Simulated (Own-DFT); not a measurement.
Simulation results for TiO₂ (rutile, atoms displaced)

Computed with Own-DFT development build. A calculation, not a measurement: plane-wave PBE density functional theory by an unreviewed code, no spin, of a simulated periodic cell, stress positive in tension, free energy of the whole cell less one offset for each atom, oxygen file: force components 24 meV/angstrom off all-electron in one glass; forces on such cells passed a denser k mesh, this cell's mesh not checked; offsets are fitted by least squares, one for each functional and potential file, so energies compare only between cells with the same atoms and settings and are not formation energies; the far tail of each file's local potential was reset to the Coulomb form; each entry is a single point on an unrelaxed cell, so the pressure reflects the starting lattice, mostly measured values (interpolated for alloys), from which strain is counted, and rises with the displacements; printed positions are rounded, which can move forces by about a meV/angstrom; the program, named Own-DFT, is a retired in-house code; no spin-orbit coupling; before rounding, a Quantum ESPRESSO 7.3.1 run of the same cell and cutoff gave forces within 1 meV/angstrom rms on each cell, which checks the program and not the settings.

Settings shared by all entries: functional PBE; potential files PseudoDojo norm-conserving, scalar-relativistic, standard set; wave cutoff 72 hartree; occupations Fermi-Dirac; smearing width 0.1 eV; k mesh 3 x 3 x 3 centred on Gamma.

(1) TiO₂ (rutile, atoms displaced)

```
TiO2
1.0
      9.1874     0.0000     0.0000
      0.0000     9.1874     0.0000
      0.0000     0.0000     8.8761
Ti O Ti O Ti O Ti O Ti O Ti O Ti O Ti O Ti O Ti O Ti O Ti O
2 4 2 4 2 4 2 4 2 4 2 4 2 4 2 4 2 4 2 4 2 4 2 4
Direct
  0.00200 0.99898 0.00211
  0.23524 0.24489 0.16576
  0.15526 0.15012 0.99299
  0.34634 0.34177 0.00906
  0.40362 0.10426 0.16312
  0.09665 0.38986 0.16786
  0.00464 0.00618 0.32903
  0.25487 0.25050 0.49785
  0.14943 0.15260 0.32844
  0.33925 0.35063 0.33031
  0.39466 0.09788 0.49498
  0.10307 0.40635 0.49718
  0.00555 0.99828 0.66646
  0.25378 0.24882 0.83395
  0.15237 0.14986 0.66599
  0.35458 0.35528 0.65467
  0.40514 0.09657 0.84277
  0.10370 0.40031 0.83486
  0.98871 0.50065 0.99473
  0.24952 0.74464 0.16485
  0.16033 0.65666 0.99732
  0.35102 0.83954 0.99116
  0.40441 0.58840 0.16594
  0.11041 0.89269 0.16467
  0.99802 0.50347 0.33282
  0.25206 0.74472 0.49735
  0.15230 0.65350 0.33351
  0.35257 0.84716 0.33476
  0.40456 0.59286 0.50593
  0.09181 0.89842 0.50139
  0.00204 0.49626 0.66966
  0.24994 0.74580 0.83435
  0.14561 0.64888 0.66575
  0.34674 0.85398 0.67420
  0.39359 0.59168 0.83839
  0.09853 0.91030 0.83548
  0.49817 0.99548 0.99641
  0.74727 0.23972 0.16589
  0.64877 0.14775 0.99797
  0.84822 0.35015 0.99688
  0.90804 0.10668 0.17306
  0.59484 0.40224 0.16477
  0.49287 0.00766 0.33296
  0.75319 0.24850 0.50929
  0.65528 0.15663 0.33608
  0.84141 0.34920 0.33439
  0.90443 0.09741 0.49373
  0.59882 0.40630 0.49845
  0.50034 0.99965 0.67640
  0.75243 0.23798 0.82671
  0.65194 0.15070 0.66614
  0.84100 0.34265 0.65530
  0.90232 0.10222 0.83076
  0.60490 0.40486 0.83400
  0.50373 0.50519 0.00072
  0.74977 0.74907 0.15001
  0.65244 0.65476 0.99176
  0.85185 0.84957 0.00136
  0.89968 0.59225 0.17848
  0.59864 0.89786 0.16037
  0.49953 0.50011 0.33573
  0.75464 0.75322 0.50165
  0.65030 0.65680 0.33195
  0.85127 0.84691 0.32964
  0.90304 0.60499 0.49125
  0.59557 0.90263 0.50268
  0.50622 0.49690 0.66402
  0.74501 0.74850 0.83761
  0.64727 0.65496 0.66848
  0.84927 0.85102 0.67453
  0.90314 0.60049 0.83092
  0.59615 0.91249 0.83377
```

```
free energy of cell above offsets : -17.044 eV
pressure                          : 6.05 GPa
stress xx                         : -6.01 GPa
stress yy                         : -5.99 GPa
stress zz                         : -6.14 GPa
stress yz                         : 0.42 GPa
stress xz                         : -0.41 GPa
stress xy                         : 0.03 GPa
```

Force:
| element | x (eV/Å) | y (eV/Å) | z (eV/Å) |
| --- | --- | --- | --- |
| Ti | 0.773 | 0.125 | -0.679 |
| Ti | 1.598 | 1.152 | -0.536 |
| O | -0.817 | -0.649 | -0.22 |
| O | 0.157 | 0.356 | -1.422 |
| O | 0.373 | -1.16 | 0.48 |
| O | -1.182 | 1.672 | -0.562 |
| Ti | -0.761 | -1.306 | 1.652 |
| Ti | -0.023 | 0.908 | -0.121 |
| O | -0.034 | -0.728 | 1.105 |
| O | 0.521 | -0.114 | 0.431 |
| O | 0.602 | -0.192 | 0.326 |
| O | -0.828 | -0.046 | 0.878 |
| Ti | 0.085 | -0.229 | -0.957 |
| Ti | 0.655 | 0.696 | 0.481 |
| O | 0.417 | 0.546 | 0.22 |
| O | -0.984 | -1.544 | 0.903 |
| O | -0.762 | 0.882 | -1.231 |
| O | -1.085 | 0.713 | -0.224 |
| Ti | 0.435 | -1.158 | 1.326 |
| Ti | 0.816 | -0.055 | 0.04 |
| O | -1.811 | -1.307 | 0.636 |
| O | 0.486 | 0.691 | 0.77 |
| O | -0.648 | 1.222 | -0.068 |
| O | -1.574 | 1.754 | -0.402 |
| Ti | -0.191 | -1.518 | 0.642 |
| Ti | 0.173 | 0.51 | 0.211 |
| O | 0.499 | 0.002 | 0.012 |
| O | -0.417 | -0.429 | 0.113 |
| O | -0.924 | 1.232 | -0.489 |
| O | 0.726 | -0.102 | -0.073 |
| Ti | 1.102 | 0.156 | -1.613 |
| Ti | 0.59 | -0.104 | -0.625 |
| O | 0.318 | 0.298 | -0.153 |
| O | -0.187 | -0.462 | -0.712 |
| O | 0.509 | 0.004 | -0.463 |
| O | -0.126 | -0.461 | 0.453 |
| Ti | -0.507 | 0.222 | 2.507 |
| Ti | -0.727 | 1.339 | 1.124 |
| O | 1.021 | 0.588 | -0.183 |
| O | 0.189 | 0.156 | -0.133 |
| O | 0.317 | -0.882 | -1.186 |
| O | 0.603 | -0.267 | 0.004 |
| Ti | 0.585 | -0.336 | -0.117 |
| Ti | -0.293 | -0.353 | -3.769 |
| O | -0.879 | -0.957 | -0.685 |
| O | 0.514 | 0.14 | -0.101 |
| O | 0.02 | -0.012 | 0.397 |
| O | 0.297 | -0.515 | 0.171 |
| Ti | -0.686 | -0.736 | -2.293 |
| Ti | -0.793 | 0.902 | 1.662 |
| O | -0.475 | -0.177 | 0.236 |
| O | 1.793 | 1.667 | 2.161 |
| O | 0.25 | -0.354 | 0.632 |
| O | -0.214 | -0.125 | -0.025 |
| Ti | -1.173 | -2.159 | -0.028 |
| Ti | -0.459 | 0.8 | 4.761 |
| O | -0.162 | -0.242 | 0.434 |
| O | -0.037 | -0.061 | -0.512 |
| O | -0.122 | 0.628 | -2.278 |
| O | 0.042 | 0.115 | 0.226 |
| Ti | 0.567 | -0.115 | -0.725 |
| Ti | -0.408 | 0.616 | -1.624 |
| O | -0.03 | -0.164 | -0.023 |
| O | -0.173 | 0.179 | -0.281 |
| O | 0.15 | -0.706 | 1.212 |
| O | -0.04 | 0.493 | 0.203 |
| Ti | 0.036 | -0.222 | 0.841 |
| Ti | 0.614 | 0.73 | -3.383 |
| O | 0.861 | 0.656 | 0.583 |
| O | -0.466 | -0.357 | 0.072 |
| O | -0.142 | -0.231 | 0.218 |
| O | 1.452 | -1.617 | -0.232 |

(2) TiO₂ (rutile, atoms displaced)

```
TiO2
1.0
      9.1874     0.0000     0.0000
      0.0000     9.1874     0.0000
      0.0000     0.0000     8.8761
Ti O Ti O Ti O Ti O Ti O Ti O Ti O Ti O Ti O Ti O Ti O Ti O
2 4 2 4 2 4 2 4 2 4 2 4 2 4 2 4 2 4 2 4 2 4 2 4
Direct
  0.00879 0.00707 0.99936
  0.24883 0.25245 0.16026
  0.15696 0.14263 0.00269
  0.34576 0.35946 0.00347
  0.40023 0.09270 0.15601
  0.09382 0.39049 0.16259
  0.99641 0.99344 0.32804
  0.24671 0.25836 0.49399
  0.15212 0.15029 0.34795
  0.34729 0.34689 0.33044
  0.40864 0.09690 0.50458
  0.09245 0.39931 0.49506
  0.99142 0.00705 0.67416
  0.25270 0.24287 0.83839
  0.14882 0.14684 0.66733
  0.34707 0.34399 0.65622
  0.39806 0.10404 0.83358
  0.09904 0.39886 0.83029
  0.99624 0.50158 0.00622
  0.25189 0.74686 0.16836
  0.14825 0.65430 0.99778
  0.34524 0.85455 0.99858
  0.39902 0.58407 0.16199
  0.09939 0.90810 0.16328
  0.00255 0.49882 0.33896
  0.25500 0.74534 0.49679
  0.14290 0.65778 0.33435
  0.34972 0.84691 0.33911
  0.41137 0.59618 0.49193
  0.09541 0.89738 0.51298
  0.99706 0.49604 0.66909
  0.24515 0.74104 0.83674
  0.15419 0.66382 0.65931
  0.34309 0.84533 0.67227
  0.40805 0.58912 0.83139
  0.09103 0.90325 0.84083
  0.48650 0.98655 0.99974
  0.74883 0.24197 0.16292
  0.64923 0.15181 0.99873
  0.84899 0.33631 0.99822
  0.89370 0.09951 0.16239
  0.59298 0.40113 0.16734
  0.50526 0.00086 0.32873
  0.75950 0.25361 0.50189
  0.64645 0.15517 0.33206
  0.85806 0.34604 0.33211
  0.90224 0.10635 0.48769
  0.59444 0.40431 0.49357
  0.50101 0.99423 0.67109
  0.75091 0.25068 0.82886
  0.65837 0.15114 0.67325
  0.84207 0.35278 0.66378
  0.90599 0.10022 0.83021
  0.61000 0.39496 0.83648
  0.49903 0.49744 0.99005
  0.75153 0.75685 0.17063
  0.64942 0.65205 0.00497
  0.85306 0.85254 0.01488
  0.89921 0.59991 0.15899
  0.58796 0.90686 0.15528
  0.49868 0.49782 0.33019
  0.75304 0.73613 0.49327
  0.65501 0.64597 0.33829
  0.84595 0.83955 0.34016
  0.89262 0.59487 0.49583
  0.59904 0.90466 0.50316
  0.51868 0.49909 0.67122
  0.74322 0.75144 0.84152
  0.64490 0.65447 0.66306
  0.83719 0.84933 0.66115
  0.90142 0.59988 0.84326
  0.60443 0.89527 0.82844
```

```
free energy of cell above offsets : -15.971 eV
pressure                          : 6.69 GPa
stress xx                         : -7.21 GPa
stress yy                         : -6.87 GPa
stress zz                         : -5.99 GPa
stress yz                         : -0.04 GPa
stress xz                         : 0.21 GPa
stress xy                         : 0.01 GPa
```

Force:
| element | x (eV/Å) | y (eV/Å) | z (eV/Å) |
| --- | --- | --- | --- |
| Ti | -1.322 | -0.905 | -0.281 |
| Ti | 0.596 | -0.098 | 1.942 |
| O | 0.568 | 1.273 | -0.139 |
| O | -0.992 | -1.649 | -0.339 |
| O | -0.63 | 0.734 | 0.751 |
| O | -0.038 | 0.841 | 0.356 |
| Ti | 1.08 | 0.67 | 1.879 |
| Ti | 1.451 | -1.577 | 1.216 |
| O | -0.411 | -0.639 | -1.872 |
| O | -0.498 | -0.328 | -0.429 |
| O | -0.193 | -0.141 | -0.343 |
| O | -0.279 | 1.021 | 0.911 |
| Ti | 0.949 | -1.459 | -2.159 |
| Ti | 0.089 | 0.586 | -3.022 |
| O | 0.238 | 0.683 | 0.489 |
| O | 0.199 | 0.469 | 1.446 |
| O | 0.739 | -0.741 | -0.007 |
| O | -0.685 | 0.762 | -0.58 |
| Ti | -0.766 | -0.896 | -0.476 |
| Ti | 0.262 | -0.206 | 0.834 |
| O | 0.497 | -0.12 | 0.845 |
| O | -1.609 | -2.261 | -0.041 |
| O | -1.291 | 2.324 | -0.159 |
| O | 0.466 | -0.657 | 0.627 |
| Ti | -0.977 | -0.546 | -1.123 |
| Ti | 0.237 | 1.091 | 1.041 |
| O | 0.565 | -0.124 | -0.881 |
| O | -0.306 | -0.315 | -1.524 |
| O | -1.326 | 0.793 | 1.024 |
| O | -0.457 | 0.507 | -1.514 |
| Ti | 0.635 | 0.395 | 1.518 |
| Ti | -0.15 | 0.797 | -2.254 |
| O | -1.246 | -2.092 | 1.425 |
| O | 0.799 | 0.282 | 0.356 |
| O | -0.986 | 0.949 | -0.376 |
| O | 0.528 | -0.724 | -0.482 |
| Ti | 1.525 | 2.685 | -0.309 |
| Ti | -1.218 | 0.681 | -0.66 |
| O | 0.23 | -0.015 | -0.236 |
| O | 0.86 | 1.311 | 0.215 |
| O | 1.297 | -1.146 | 0.882 |
| O | 0.781 | -0.296 | -0.543 |
| Ti | -0.245 | 1.032 | 2.275 |
| Ti | -1.1 | -0.742 | -1.493 |
| O | 0.305 | -0.134 | 0.169 |
| O | -0.708 | 0.234 | 0.139 |
| O | -0.04 | -0.645 | 0.576 |
| O | 1.037 | -0.874 | 0.897 |
| Ti | -0.403 | 0.504 | -2.758 |
| Ti | -0.267 | -1.613 | 1.854 |
| O | -0.194 | -0.181 | -0.803 |
| O | 1.081 | 0.894 | 0.082 |
| O | -0.483 | 0.456 | 1.115 |
| O | -1.537 | 1.628 | -0.358 |
| Ti | 0.984 | -0.341 | 2.507 |
| Ti | -0.17 | -0.581 | -0.948 |
| O | 0.188 | 0.416 | -0.155 |
| O | -1.136 | -0.722 | -0.672 |
| O | 0.317 | -0.347 | 0.632 |
| O | 1.671 | -1.579 | 1.246 |
| Ti | 0.49 | -0.553 | -0.158 |
| Ti | -1.079 | 1.788 | 1.993 |
| O | -0.332 | 0.477 | -1.334 |
| O | 0.678 | 1.158 | -1.069 |
| O | 1.712 | -1.268 | 0.549 |
| O | -0.296 | -0.138 | -0.542 |
| Ti | -1.152 | -0.897 | -2.209 |
| Ti | 1.279 | 0.384 | -0.9 |
| O | 0.435 | -0.384 | 0.953 |
| O | 0.583 | -0.163 | 0.876 |
| O | 0.196 | -0.452 | -1.287 |
| O | -1.026 | 0.716 | 0.818 |

(3) TiO₂ (rutile, atoms displaced)

```
TiO2
1.0
      9.1874     0.0000     0.0000
      0.0000     9.1874     0.0000
      0.0000     0.0000     8.8761
Ti O Ti O Ti O Ti O Ti O Ti O Ti O Ti O Ti O Ti O Ti O Ti O
2 4 2 4 2 4 2 4 2 4 2 4 2 4 2 4 2 4 2 4 2 4 2 4
Direct
  0.99819 0.99185 0.00123
  0.24728 0.24829 0.16613
  0.15035 0.14988 0.99974
  0.33850 0.35476 0.99636
  0.39658 0.09707 0.16866
  0.09641 0.40007 0.17931
  0.01312 0.00373 0.33165
  0.24657 0.24969 0.49421
  0.14863 0.15477 0.34098
  0.34177 0.34339 0.32065
  0.40021 0.10308 0.49948
  0.09090 0.40405 0.50191
  0.00040 0.99840 0.66534
  0.24377 0.24534 0.83550
  0.14997 0.15040 0.66757
  0.34858 0.35574 0.65970
  0.39726 0.10114 0.84134
  0.10157 0.40730 0.84337
  0.99279 0.50402 0.99927
  0.25063 0.75068 0.17640
  0.15302 0.65399 0.00320
  0.35170 0.84371 0.00425
  0.41052 0.58972 0.16502
  0.09090 0.89865 0.16841
  0.99358 0.50549 0.31750
  0.25084 0.74578 0.49767
  0.14889 0.65865 0.32557
  0.33995 0.85632 0.34382
  0.39799 0.59993 0.50963
  0.10184 0.89960 0.50019
  0.99947 0.50305 0.66344
  0.25319 0.74213 0.83743
  0.15414 0.65097 0.66086
  0.34717 0.85088 0.67515
  0.40314 0.59932 0.83594
  0.09227 0.89704 0.84455
  0.49597 0.99469 0.00080
  0.74070 0.23985 0.16497
  0.65474 0.15548 0.00644
  0.84535 0.34326 0.99750
  0.91055 0.09919 0.15759
  0.60269 0.41198 0.15747
  0.49534 0.99955 0.33037
  0.74260 0.24207 0.50567
  0.65234 0.14329 0.33484
  0.84334 0.34552 0.32836
  0.89914 0.09686 0.49933
  0.59467 0.39069 0.49161
  0.49914 0.00176 0.66125
  0.74525 0.24812 0.84144
  0.65342 0.15043 0.66999
  0.84662 0.33554 0.66981
  0.90570 0.09538 0.83529
  0.60483 0.40299 0.83413
  0.50245 0.50039 0.00363
  0.75850 0.75152 0.17146
  0.64655 0.65469 0.99945
  0.85556 0.84078 0.00306
  0.90085 0.59294 0.17110
  0.59385 0.88895 0.16292
  0.48731 0.49927 0.34055
  0.75774 0.74428 0.49231
  0.64962 0.65223 0.32978
  0.84884 0.84598 0.34009
  0.90382 0.58791 0.49669
  0.60229 0.90545 0.49927
  0.50519 0.49516 0.66644
  0.74032 0.75228 0.82926
  0.65884 0.65083 0.67136
  0.85281 0.85058 0.66314
  0.90676 0.59866 0.83576
  0.60462 0.90878 0.83160
```

```
pressure  : ?
stress zz : ?
stress xx : ?
```

Questions
1. TiO₂ (rutile, atoms displaced) (entry 3): pressure?
2. Give the missing stress zz for TiO₂ (rutile, atoms displaced) (entry 3).
3. Give the table of force values for TiO₂ (rutile, atoms displaced) (entry 3).

Answers
1. 6.24 GPa
2. -6.49 GPa
3. 
Force:
| element | x (eV/Å) | y (eV/Å) | z (eV/Å) |
| --- | --- | --- | --- |
| Ti | -0.314 | 0.685 | -1.327 |
| Ti | -0.483 | 0.465 | -2.266 |
| O | 0.493 | 0.344 | 0.127 |
| O | 0.249 | -0.663 | 0.725 |
| O | 0.621 | -0.458 | -0.145 |
| O | 0.142 | -0.066 | -1.109 |
| Ti | -1.522 | 0.184 | 0.48 |
| Ti | -0.395 | 1.265 | 2.259 |
| O | 0.033 | -0.399 | -0.851 |
| O | 1.039 | 1.021 | 1.361 |
| O | 0.412 | -0.427 | -0.106 |
| O | 1.18 | -0.739 | -0.035 |
| Ti | -0.535 | 0.137 | 0.87 |
| Ti | -0.115 | 0.603 | 0.097 |
| O | 0.554 | 0.473 | -0.47 |
| O | -0.042 | -0.487 | 0.24 |
| O | 0.911 | -0.586 | -0.248 |
| O | -0.518 | -0.048 | -0.408 |
| Ti | 0.755 | -1.106 | -2.056 |
| Ti | 0.019 | 0.014 | -2.018 |
| O | -0.038 | -0.153 | 0.845 |
| O | 0.001 | 0.342 | -0.028 |
| O | -1.821 | 1.62 | 1.285 |
| O | 1.37 | -0.608 | 0.676 |
| Ti | 0.279 | -3.031 | 3.303 |
| Ti | -0.811 | 0.665 | 1.976 |
| O | 0.265 | -0.457 | 0.811 |
| O | 0.507 | -0.394 | -1.003 |
| O | 0.968 | -0.509 | -1.13 |
| O | -0.292 | 0.323 | -0.298 |
| Ti | 0.29 | -1.279 | 0.02 |
| Ti | -0.369 | 0.328 | -0.382 |
| O | -0.198 | 0.091 | 0.496 |
| O | 0.158 | 0.054 | -0.601 |
| O | 0.132 | -0.157 | -0.92 |
| O | 1.027 | -0.465 | -1.356 |
| Ti | -0.279 | -0.195 | -0.612 |
| Ti | 1.818 | 1.602 | 2.135 |
| O | -1.777 | -1.792 | -0.809 |
| O | 0.654 | 0.757 | 0.466 |
| O | -0.842 | 0.208 | 1.566 |
| O | 0.165 | -1.367 | 1.29 |
| Ti | 1.016 | -0.038 | 0.431 |
| Ti | 1.967 | 0.533 | -0.408 |
| O | -0.473 | -0.147 | -0.645 |
| O | -0.004 | 0.087 | 0.222 |
| O | 0.639 | -0.619 | -0.229 |
| O | -0.874 | 1.32 | 0.287 |
| Ti | -0.178 | -0.384 | 0.103 |
| Ti | 1.601 | 0.274 | -1.256 |
| O | -1.061 | -0.596 | 0.049 |
| O | 0.312 | 1.017 | -0.205 |
| O | -0.483 | -0.009 | -0.181 |
| O | -0.787 | 0.194 | -0.513 |
| Ti | 0.18 | -0.336 | -0.44 |
| Ti | -1.349 | 0.48 | -1.247 |
| O | 0.988 | 0.547 | -0.248 |
| O | -1.07 | -0.508 | 0.288 |
| O | -1.254 | 1.415 | -1.589 |
| O | -0.255 | 1.237 | 0.523 |
| Ti | 1.196 | -0.043 | -1.204 |
| Ti | -0.391 | 0.177 | 1.101 |
| O | 0.143 | -0.124 | 0.675 |
| O | 0.283 | 0.069 | -0.717 |
| O | -1.127 | 1.41 | 0.417 |
| O | -0.792 | -0.048 | 0.214 |
| Ti | -0.501 | -0.789 | 1.277 |
| Ti | 0.703 | 0.003 | 0.688 |
| O | -0.483 | -0.357 | -0.725 |
| O | -0.65 | -0.905 | 0.014 |
| O | -0.5 | 0.182 | 0.133 |
| O | -0.487 | 0.163 | 0.337 |

Further results for TiO₂ (rutile, atoms displaced) (entry 3):

```
free energy of cell above offsets : -17.082 eV
stress xx                         : -6.01 GPa
stress yy                         : -6.21 GPa
stress yz                         : 0 GPa
stress xz                         : -0.43 GPa
stress xy                         : 0.07 GPa
```
